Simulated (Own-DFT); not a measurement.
Simulation results for Si3N4 (beta silicon nitride, strained, atoms displaced)

A calculation, not a measurement: plane-wave PBE density functional theory by an unreviewed code, no spin, of a simulated periodic cell, stress positive in tension, free energy of the whole cell less one offset for each atom, forces on such cells passed a denser k mesh, this cell's mesh not checked; offsets are fitted by least squares, one for each functional and potential file, so energies compare only between cells with the same atoms and settings and are not formation energies; the far tail of each file's local potential was reset to the Coulomb form; each entry is a single point on an unrelaxed cell, so the pressure reflects the starting lattice, mostly measured values (interpolated for alloys), from which strain is counted, and rises with the displacements; printed positions are rounded, which can move forces by about a meV/angstrom; the program, named Own-DFT, is a retired in-house code; no spin-orbit coupling; before rounding, a Quantum ESPRESSO 7.3.1 run of the same cell and cutoff gave forces within 1 meV/angstrom rms on each cell, which checks the program and not the settings. Program: Own-DFT development build.

Settings shared by all entries: functional PBE; potential files PseudoDojo norm-conserving, scalar-relativistic, standard set; wave cutoff 42 hartree; occupations Fermi-Dirac; smearing width 0.1 eV; k mesh 3 x 3 x 3 centred on Gamma.

(1) 
```cif
# cell vector a (Å): 7.5178 0.1129 0.0971
# cell vector b (Å): -3.6611 6.4725 -0.0735
# cell vector c (Å): 0.1114 -0.0330 8.8994
data_Si3N4
_symmetry_space_group_name_H-M 'P 1'
_symmetry_Int_Tables_number 1
_cell_length_a 7.5193
_cell_length_b 7.4366
_cell_length_c 8.9002
_cell_angle_alpha 91.104
_cell_angle_beta 88.546
_cell_angle_gamma 118.638
_cell_volume 436.64
loop_
_atom_site_label
_atom_site_type_symbol
_atom_site_fract_x
_atom_site_fract_y
_atom_site_fract_z
_atom_site_occupancy
Si1 Si 0.17918 0.76157 0.08781 1
Si2 Si 0.23673 0.40794 0.08460 1
Si3 Si 0.59644 0.82890 0.08541 1
Si4 Si 0.82603 0.22863 0.24802 1
Si5 Si 0.76248 0.59788 0.24443 1
Si6 Si 0.40451 0.18719 0.25276 1
N1 N 0.32427 0.03405 0.07592 1
N2 N 0.97302 0.30265 0.08052 1
N3 N 0.68480 0.66021 0.08627 1
N4 N 0.67833 0.98190 0.25223 1
N5 N 0.02845 0.69943 0.25144 1
N6 N 0.30736 0.33686 0.24991 1
N7 N 0.32806 0.67073 0.07904 1
N8 N 0.66679 0.33906 0.25500 1
Si7 Si 0.17219 0.76111 0.41797 1
Si8 Si 0.22203 0.40958 0.42066 1
Si9 Si 0.60323 0.83760 0.41059 1
Si10 Si 0.84221 0.24424 0.58659 1
Si11 Si 0.75358 0.59146 0.59359 1
Si12 Si 0.40894 0.18581 0.58584 1
N9 N 0.34955 0.03641 0.40644 1
N10 N 0.97332 0.29971 0.41603 1
N11 N 0.70559 0.67943 0.42019 1
N12 N 0.67286 0.97500 0.58023 1
N13 N 0.02844 0.70251 0.58222 1
N14 N 0.29828 0.32272 0.58419 1
N15 N 0.32843 0.66043 0.41339 1
N16 N 0.65896 0.32344 0.57739 1
Si13 Si 0.17441 0.77105 0.74970 1
Si14 Si 0.23426 0.40551 0.75564 1
Si15 Si 0.59753 0.81307 0.74726 1
Si16 Si 0.82729 0.23733 0.91477 1
Si17 Si 0.76461 0.60243 0.91381 1
Si18 Si 0.41070 0.17411 0.91187 1
N17 N 0.33114 0.03571 0.74299 1
N18 N 0.98075 0.31444 0.75061 1
N19 N 0.71241 0.67205 0.75414 1
N20 N 0.66684 0.96434 0.92071 1
N21 N 0.01631 0.69487 0.91198 1
N22 N 0.30975 0.34580 0.91345 1
N23 N 0.32990 0.66382 0.75216 1
N24 N 0.67790 0.33037 0.91760 1
_calc_free_energy_of_cell_above_offsets '-2.995'  # eV
_calc_pressure 7.93  # GPa
_calc_stress_xx -17.33  # GPa
_calc_stress_yy -9.87  # GPa
_calc_stress_zz 3.41  # GPa
_calc_stress_yz 1.05  # GPa
_calc_stress_xz 2.8  # GPa
_calc_stress_xy 9.16  # GPa
```

Force:
```tsv
element	x (eV/Å)	y (eV/Å)	z (eV/Å)
Si	-6.571	3.015	-1.214
Si	-0.631	-0.216	0.077
Si	-1.941	0.864	-0.097
Si	-0.209	3.725	0.183
Si	1.968	-0.312	2.504
Si	3.684	-3.315	-1.42
N	0.231	-0.069	1.073
N	0.255	-0.382	0.316
N	0.534	0.071	-1.028
N	-0.096	-3.628	-1.44
N	-0.198	0.085	-0.33
N	-3.93	2.366	0.142
N	5.762	-1.451	0.507
N	0.485	-0.487	-0.694
Si	-1.864	2.632	-0.896
Si	3.603	-1.422	-0.457
Si	-1.646	-0.76	2.126
Si	-1.558	-1.686	-0.301
Si	3.813	-0.915	-5.394
Si	2.481	-4.643	-2.451
N	-1.143	-1.435	2.216
N	-1.6	-0.853	-0.306
N	0.373	-0.795	-0.135
N	0.636	-0.709	1.551
N	-0.514	-0.404	0.901
N	-4.04	3.157	-0.247
N	1.908	2.534	0.12
N	1.548	3.26	1.056
Si	-1.433	0.019	-0.399
Si	-0.106	0.184	-1.579
Si	-3.775	3.691	0.12
Si	4.208	-2.176	0.612
Si	2.14	-2.539	2.93
Si	0.243	-0.191	0.493
N	0.017	-0.446	1.316
N	-1.087	-1.446	0.042
N	-1.958	0.251	0.264
N	0.64	0.536	-1.49
N	2.549	1.648	1.145
N	1.584	-1.044	0.974
N	1.786	1.037	-0.357
N	-6.149	2.249	-0.432
```

(2) 
```cif
# cell vector a (Å): 7.6380 -0.0007 0.1441
# cell vector b (Å): -3.8196 6.4908 -0.0204
# cell vector c (Å): 0.1653 0.0685 8.6651
data_Si3N4
_symmetry_space_group_name_H-M 'P 1'
_symmetry_Int_Tables_number 1
_cell_length_a 7.6394
_cell_length_b 7.5313
_cell_length_c 8.6669
_cell_angle_alpha 90.319
_cell_angle_beta 87.826
_cell_angle_gamma 120.478
_cell_volume 429.38
loop_
_atom_site_label
_atom_site_type_symbol
_atom_site_fract_x
_atom_site_fract_y
_atom_site_fract_z
_atom_site_occupancy
Si1 Si 0.17978 0.77680 0.08980 1
Si2 Si 0.23938 0.41304 0.08140 1
Si3 Si 0.59818 0.83118 0.08204 1
Si4 Si 0.83115 0.24206 0.25428 1
Si5 Si 0.76868 0.58418 0.24738 1
Si6 Si 0.40821 0.16703 0.24297 1
N1 N 0.33124 0.02722 0.08274 1
N2 N 0.96721 0.29898 0.08813 1
N3 N 0.67850 0.66438 0.08383 1
N4 N 0.66615 0.96293 0.24819 1
N5 N 0.03215 0.70604 0.24474 1
N6 N 0.29953 0.32860 0.24460 1
N7 N 0.32269 0.66087 0.08226 1
N8 N 0.65466 0.31524 0.24945 1
Si7 Si 0.15744 0.76063 0.40898 1
Si8 Si 0.22030 0.39174 0.41639 1
Si9 Si 0.59526 0.83259 0.41485 1
Si10 Si 0.82308 0.22412 0.58484 1
Si11 Si 0.76691 0.60331 0.58688 1
Si12 Si 0.39283 0.16956 0.58381 1
N9 N 0.33467 0.03484 0.42437 1
N10 N 0.95120 0.28841 0.41104 1
N11 N 0.69702 0.66869 0.40090 1
N12 N 0.66325 0.96811 0.58453 1
N13 N 0.02030 0.68736 0.56940 1
N14 N 0.28683 0.32378 0.58702 1
N15 N 0.33539 0.67039 0.41567 1
N16 N 0.66221 0.32729 0.58247 1
Si13 Si 0.17571 0.77990 0.74506 1
Si14 Si 0.23310 0.39865 0.76206 1
Si15 Si 0.59439 0.82637 0.75517 1
Si16 Si 0.83158 0.22695 0.92148 1
Si17 Si 0.75443 0.60453 0.91907 1
Si18 Si 0.40456 0.16736 0.90815 1
N17 N 0.32609 0.01901 0.75430 1
N18 N 0.97771 0.30494 0.75486 1
N19 N 0.70837 0.67343 0.75500 1
N20 N 0.67618 0.97714 0.92645 1
N21 N 0.03660 0.70118 0.92092 1
N22 N 0.28805 0.32815 0.91718 1
N23 N 0.33185 0.66632 0.74464 1
N24 N 0.67011 0.33208 0.91838 1
_calc_free_energy_of_cell_above_offsets '-1.956'  # eV
_calc_pressure 13.01  # GPa
_calc_stress_xx -5.03  # GPa
_calc_stress_yy -15.3  # GPa
_calc_stress_zz -18.69  # GPa
_calc_stress_yz 2.45  # GPa
_calc_stress_xz 6.12  # GPa
_calc_stress_xy -0.77  # GPa
```

Force:
```tsv
element	x (eV/Å)	y (eV/Å)	z (eV/Å)
Si	0.552	-2.604	-4.511
Si	-1.874	-1.599	1.972
Si	-2.827	-1.437	2.76
Si	-1.81	-3.549	-2.739
Si	-1.53	-0.191	-1.348
Si	-2.454	0.34	2.237
N	0.089	1.581	-1.071
N	1.576	0.759	-1.094
N	2.547	-1.331	1.018
N	-0.058	2.837	-0.244
N	-2.303	-1.46	1.502
N	0.645	-0.98	0.604
N	1.504	3.109	-0.03
N	1.793	3.693	-0.131
Si	4.333	1.94	0.354
Si	-0.142	2.236	-0.41
Si	-0.286	-2.267	0.039
Si	-1.124	2.133	1.745
Si	0.576	-2.937	-3.363
Si	2.013	1.746	0.404
N	-0.908	-2.543	-3.15
N	3.824	1.846	2.728
N	-0.152	0.515	4.322
N	0.893	-0.787	0.645
N	-0.458	0.816	4.12
N	0.707	-0.641	-0.354
N	-1.76	-1.801	-0.144
N	-1.029	0.999	0.55
Si	0.007	-7.227	0.297
Si	-3.081	2.685	-4.247
Si	-1.321	-0.226	-0.212
Si	-1.21	3.652	0.411
Si	5.812	-2.708	1.462
Si	0.632	2.249	2.765
N	-0.086	4.721	-1.971
N	-1.187	-1.319	-1.567
N	-2.842	1.893	-1.365
N	-0.242	-2.223	-3.302
N	-2.38	-0.05	-0.211
N	4.479	-2.543	1.167
N	0.681	0.298	0.67
N	-1.6	0.374	-0.307
```

(3) 
```cif
# cell vector a (Å): 7.5829 0.0845 0.0322
# cell vector b (Å): -3.7183 6.4187 0.0561
# cell vector c (Å): 0.0370 0.0957 8.7046
data_Si3N4
_symmetry_space_group_name_H-M 'P 1'
_symmetry_Int_Tables_number 1
_cell_length_a 7.5834
_cell_length_b 7.4181
_cell_length_c 8.7052
_cell_angle_alpha 89.144
_cell_angle_beta 89.506
_cell_angle_gamma 119.442
_cell_volume 426.35
loop_
_atom_site_label
_atom_site_type_symbol
_atom_site_fract_x
_atom_site_fract_y
_atom_site_fract_z
_atom_site_occupancy
Si1 Si 0.17518 0.77592 0.08958 1
Si2 Si 0.23645 0.40768 0.07660 1
Si3 Si 0.58743 0.81910 0.08774 1
Si4 Si 0.82746 0.23167 0.23972 1
Si5 Si 0.77030 0.59191 0.25391 1
Si6 Si 0.40158 0.17631 0.24457 1
N1 N 0.34123 0.04052 0.08625 1
N2 N 0.96139 0.29070 0.08696 1
N3 N 0.70414 0.66249 0.08212 1
N4 N 0.67782 0.96402 0.25381 1
N5 N 0.04151 0.70082 0.24882 1
N6 N 0.29810 0.32577 0.25302 1
N7 N 0.32779 0.66438 0.09635 1
N8 N 0.65035 0.32786 0.24966 1
Si7 Si 0.16819 0.77156 0.41874 1
Si8 Si 0.21858 0.38783 0.41444 1
Si9 Si 0.59867 0.82911 0.41074 1
Si10 Si 0.81924 0.22681 0.57720 1
Si11 Si 0.75879 0.57834 0.58923 1
Si12 Si 0.40838 0.18421 0.59060 1
N9 N 0.33864 0.03799 0.42676 1
N10 N 0.97450 0.29744 0.40862 1
N11 N 0.68713 0.67328 0.42189 1
N12 N 0.66902 0.95831 0.57323 1
N13 N 0.04155 0.71203 0.59650 1
N14 N 0.30492 0.33093 0.59870 1
N15 N 0.33233 0.65423 0.40865 1
N16 N 0.66842 0.33167 0.57289 1
Si13 Si 0.18237 0.76766 0.74811 1
Si14 Si 0.21718 0.39933 0.74812 1
Si15 Si 0.59854 0.82720 0.74657 1
Si16 Si 0.82392 0.23493 0.91563 1
Si17 Si 0.76620 0.61067 0.91394 1
Si18 Si 0.40760 0.17439 0.91125 1
N17 N 0.33482 0.02486 0.75694 1
N18 N 0.96122 0.27678 0.74601 1
N19 N 0.69441 0.67410 0.74681 1
N20 N 0.66518 0.97090 0.91714 1
N21 N 0.03112 0.69807 0.92327 1
N22 N 0.30076 0.33762 0.91747 1
N23 N 0.31915 0.65385 0.75513 1
N24 N 0.66314 0.33237 0.91496 1
_calc_free_energy_of_cell_above_offsets '-2.417'  # eV
_calc_pressure 14.96  # GPa
_calc_stress_xx -13.44  # GPa
_calc_stress_yy -17.63  # GPa
_calc_stress_zz -13.8  # GPa
_calc_stress_yz 0.65  # GPa
_calc_stress_xz 3.82  # GPa
_calc_stress_xy 6.09  # GPa
```

Force:
```tsv
element	x (eV/Å)	y (eV/Å)	z (eV/Å)
Si	1.097	0.14	-2.913
Si	-1.842	-0.591	3.194
Si	0.373	0.342	-0.333
Si	-2.618	-0.964	4.113
Si	-0.563	0.59	0.377
Si	0.691	-0.966	2.953
N	-0.408	-2.006	-1.496
N	2.898	1.707	-4.442
N	-2.5	1.73	1.783
N	-0.419	2.007	-3.573
N	-3.947	-1.167	2.757
N	-1.332	0.318	-1.918
N	0.683	0.815	-1.087
N	4.181	1.097	0.115
Si	3.236	-0.012	1.042
Si	2.365	2.911	1.279
Si	-4.202	-2.073	1.682
Si	2.296	-1.151	-0.304
Si	0.083	5.185	-1.219
Si	1.455	-2.999	-0.799
N	-0.644	-0.807	-1.514
N	-3.38	-1.488	0.903
N	6.416	-3.901	-0.351
N	-0.671	2.561	2.142
N	-3.67	-2.292	-3.33
N	-1.621	0.546	-3.126
N	-1.511	1.806	0.95
N	-0.334	-1.413	0.723
Si	-1.715	0.032	3.302
Si	0.656	-0.259	1.508
Si	-3.861	0.634	0.528
Si	0.2	-0.359	0.366
Si	3.399	-2.224	-0.066
Si	-0.14	0.658	1.798
N	0.232	1.568	-1.303
N	-1.024	0.321	-0.356
N	2.504	-1.836	0.4
N	0.149	-1.414	-0.168
N	-0.588	0.342	-0.976
N	1.143	-1.424	-1.704
N	3.113	2.112	-0.218
N	-0.181	1.924	-0.716
```

(4) 
```cif
# cell vector a (Å): 7.4808 -0.1314 -0.1245
# cell vector b (Å): -3.8542 6.7138 -0.0611
# cell vector c (Å): -0.1428 -0.1633 8.6607
data_Si3N4
_symmetry_space_group_name_H-M 'P 1'
_symmetry_Int_Tables_number 1
_cell_length_a 7.4830
_cell_length_b 7.7417
_cell_length_c 8.6634
_cell_angle_alpha 90.919
_cell_angle_beta 91.878
_cell_angle_gamma 120.851
_cell_volume 430.32
loop_
_atom_site_label
_atom_site_type_symbol
_atom_site_fract_x
_atom_site_fract_y
_atom_site_fract_z
_atom_site_occupancy
Si1 Si 0.17257 0.77859 0.08470 1
Si2 Si 0.23033 0.39585 0.08381 1
Si3 Si 0.59964 0.83478 0.08258 1
Si4 Si 0.81928 0.22162 0.24824 1
Si5 Si 0.76667 0.59294 0.24275 1
Si6 Si 0.40332 0.16056 0.24613 1
N1 N 0.32561 0.02397 0.08476 1
N2 N 0.96951 0.30168 0.08037 1
N3 N 0.70272 0.67517 0.07859 1
N4 N 0.66633 0.96115 0.24802 1
N5 N 0.03896 0.70264 0.24522 1
N6 N 0.30176 0.34418 0.26033 1
N7 N 0.31946 0.66469 0.07862 1
N8 N 0.67387 0.32663 0.24846 1
Si7 Si 0.18145 0.77578 0.41391 1
Si8 Si 0.22300 0.39996 0.40584 1
Si9 Si 0.59338 0.82442 0.41772 1
Si10 Si 0.83714 0.24101 0.58676 1
Si11 Si 0.77198 0.60193 0.57735 1
Si12 Si 0.40577 0.16355 0.58124 1
N9 N 0.33986 0.03695 0.41097 1
N10 N 0.96292 0.28802 0.41031 1
N11 N 0.71386 0.67785 0.41921 1
N12 N 0.67500 0.96648 0.58465 1
N13 N 0.04167 0.70220 0.57678 1
N14 N 0.28933 0.33277 0.58257 1
N15 N 0.33762 0.65880 0.42112 1
N16 N 0.66029 0.32272 0.58971 1
Si13 Si 0.18428 0.76500 0.73877 1
Si14 Si 0.22960 0.40437 0.75262 1
Si15 Si 0.59647 0.83155 0.75361 1
Si16 Si 0.84495 0.22958 0.91648 1
Si17 Si 0.77086 0.58271 0.91512 1
Si18 Si 0.40080 0.16930 0.92048 1
N17 N 0.33950 0.02249 0.75177 1
N18 N 0.97307 0.30231 0.74570 1
N19 N 0.70197 0.66596 0.74472 1
N20 N 0.64955 0.94394 0.91219 1
N21 N 0.03504 0.69176 0.91000 1
N22 N 0.29999 0.32078 0.91629 1
N23 N 0.32043 0.66372 0.75732 1
N24 N 0.65744 0.33348 0.91642 1
_calc_free_energy_of_cell_above_offsets '-0.899'  # eV
_calc_pressure 13.85  # GPa
_calc_stress_xx -14.88  # GPa
_calc_stress_yy -5.03  # GPa
_calc_stress_zz -21.64  # GPa
_calc_stress_yz -8.1  # GPa
_calc_stress_xz -5.82  # GPa
_calc_stress_xy -6.92  # GPa
```

Force:
```tsv
element	x (eV/Å)	y (eV/Å)	z (eV/Å)
Si	1.478	-3.926	-2.106
Si	0.182	3.787	0.029
Si	-1.253	-4.949	-1.139
Si	0.326	-0.299	-1.261
Si	0.425	-0.43	1.228
Si	-0.515	4.218	1.845
N	-0.288	1.869	-1.665
N	0.721	-0.843	3.1
N	0.351	-0.463	0.031
N	0.07	1.993	1.675
N	-2.036	-0.64	0.595
N	5.084	-3.643	-6.007
N	2.817	-0.512	0.609
N	-3.062	1.438	-0.312
Si	1.64	-1.294	0.106
Si	-1.015	2.057	6.479
Si	1.512	-0.617	-0.191
Si	-2.974	-2.738	-3.977
Si	0.997	-2.529	2.361
Si	-2.557	2.037	2.386
N	-0.46	-2.485	-0.021
N	-0.141	0.477	2.144
N	-1.11	0.408	-3.497
N	-0.106	1.775	0.625
N	-1.759	-0.8	-1.689
N	2.231	-1.833	-0.186
N	-2.421	1.032	-0.393
N	1.883	3.247	-0.733
Si	-3.21	1.317	3.506
Si	2.42	1.988	-1.041
Si	0.673	-5.233	-6.088
Si	-5.35	-1.475	-3
Si	-1.31	2.11	-1.227
Si	0.827	-0.724	-1.317
N	-0.777	0.565	-0.961
N	0.034	-0.342	4.124
N	-0.954	0.76	0.829
N	1.144	7.797	4.713
N	-0.909	0.446	-0.35
N	-1.778	0.461	0.822
N	5.747	-2.1	-0.532
N	3.423	-1.91	0.485
```

(5) 
```cif
# cell vector a (Å): 7.7195 0.0878 -0.0931
# cell vector b (Å): -3.7837 6.5242 0.1745
# cell vector c (Å): -0.1068 0.1695 8.8595
data_Si3N4
_symmetry_space_group_name_H-M 'P 1'
_symmetry_Int_Tables_number 1
_cell_length_a 7.7206
_cell_length_b 7.5440
_cell_length_c 8.8618
_cell_angle_alpha 87.380
_cell_angle_beta 91.369
_cell_angle_gamma 119.467
_cell_volume 448.90
loop_
_atom_site_label
_atom_site_type_symbol
_atom_site_fract_x
_atom_site_fract_y
_atom_site_fract_z
_atom_site_occupancy
Si1 Si 0.17181 0.76800 0.09279 1
Si2 Si 0.22299 0.40296 0.08559 1
Si3 Si 0.60557 0.83561 0.08160 1
Si4 Si 0.82312 0.23119 0.24296 1
Si5 Si 0.78285 0.59491 0.25102 1
Si6 Si 0.40539 0.17607 0.24732 1
N1 N 0.33479 0.02253 0.09151 1
N2 N 0.96045 0.29649 0.07916 1
N3 N 0.71204 0.66983 0.08582 1
N4 N 0.66796 0.97275 0.25806 1
N5 N 0.02389 0.68886 0.24621 1
N6 N 0.29901 0.31840 0.25114 1
N7 N 0.32509 0.65370 0.08153 1
N8 N 0.65546 0.33629 0.25026 1
Si7 Si 0.16490 0.76426 0.41514 1
Si8 Si 0.23129 0.40458 0.42321 1
Si9 Si 0.60424 0.83607 0.42035 1
Si10 Si 0.83299 0.23317 0.58638 1
Si11 Si 0.77374 0.58681 0.57920 1
Si12 Si 0.39998 0.17210 0.58739 1
N9 N 0.32589 0.03051 0.41193 1
N10 N 0.96702 0.30256 0.42075 1
N11 N 0.69000 0.65210 0.41130 1
N12 N 0.66317 0.97811 0.57466 1
N13 N 0.02328 0.70350 0.58402 1
N14 N 0.29944 0.34623 0.58791 1
N15 N 0.33087 0.66956 0.41342 1
N16 N 0.66154 0.33429 0.57133 1
Si13 Si 0.16746 0.76370 0.74502 1
Si14 Si 0.22825 0.40234 0.75407 1
Si15 Si 0.58578 0.81337 0.74616 1
Si16 Si 0.82354 0.23709 0.91062 1
Si17 Si 0.76982 0.60518 0.91796 1
Si18 Si 0.41063 0.16957 0.91521 1
N17 N 0.32971 0.04408 0.75070 1
N18 N 0.96948 0.30466 0.74459 1
N19 N 0.69372 0.66454 0.75805 1
N20 N 0.65587 0.95495 0.92188 1
N21 N 0.02391 0.70373 0.92283 1
N22 N 0.31608 0.34087 0.91296 1
N23 N 0.34880 0.66608 0.74752 1
N24 N 0.66456 0.33607 0.91347 1
_calc_free_energy_of_cell_above_offsets '-3.021'  # eV
_calc_pressure 1.66  # GPa
_calc_stress_xx 0.9  # GPa
_calc_stress_yy -5.47  # GPa
_calc_stress_zz -0.4  # GPa
_calc_stress_yz 6.83  # GPa
_calc_stress_xz -4.26  # GPa
_calc_stress_xy 1.13  # GPa
```

Force:
```tsv
element	x (eV/Å)	y (eV/Å)	z (eV/Å)
Si	1.515	-0.964	-2.607
Si	1.831	-1.539	-0.539
Si	-0.693	-4.27	4.328
Si	-1.379	0.876	2.212
Si	-4.193	-1.063	0.053
Si	1.315	-0.845	0.356
N	-0.176	1.264	-1.346
N	1.013	0.09	-0.387
N	-1.79	1.593	-0.156
N	0.521	-0.026	-3.266
N	1.825	1.12	2.134
N	-3.941	2	0.307
N	-0.07	3.235	0.364
N	3.295	-1.078	-0.508
Si	1.687	0.884	-0.069
Si	-0.922	0.667	-2.978
Si	-0.985	-3.352	-0.558
Si	-2.541	-0.032	-2.508
Si	-3.493	0.677	0.992
Si	0.161	2.083	-3.393
N	-0.435	-0.745	2.468
N	0.804	0.18	-1.61
N	-0.224	2.119	0.855
N	0.766	-1.232	2.742
N	1.555	0.573	-0.376
N	2.235	-2.41	0.858
N	0.498	0.296	0.239
N	1.353	-1.956	1.309
Si	1.301	0.976	2.578
Si	0.666	0.579	-0.715
Si	1.848	3.055	0.538
Si	-0.466	-1.334	0.568
Si	0.825	-1.449	1.601
Si	-0.705	1.036	1.565
N	0.138	-3.891	0.79
N	0.533	0.086	2.144
N	0.694	0.506	-3.719
N	0.241	4.183	-4.967
N	1.935	0.657	-1.373
N	-1.098	-1.186	2.198
N	-6.217	-1.05	-0.092
N	0.773	-0.31	-0.03
```
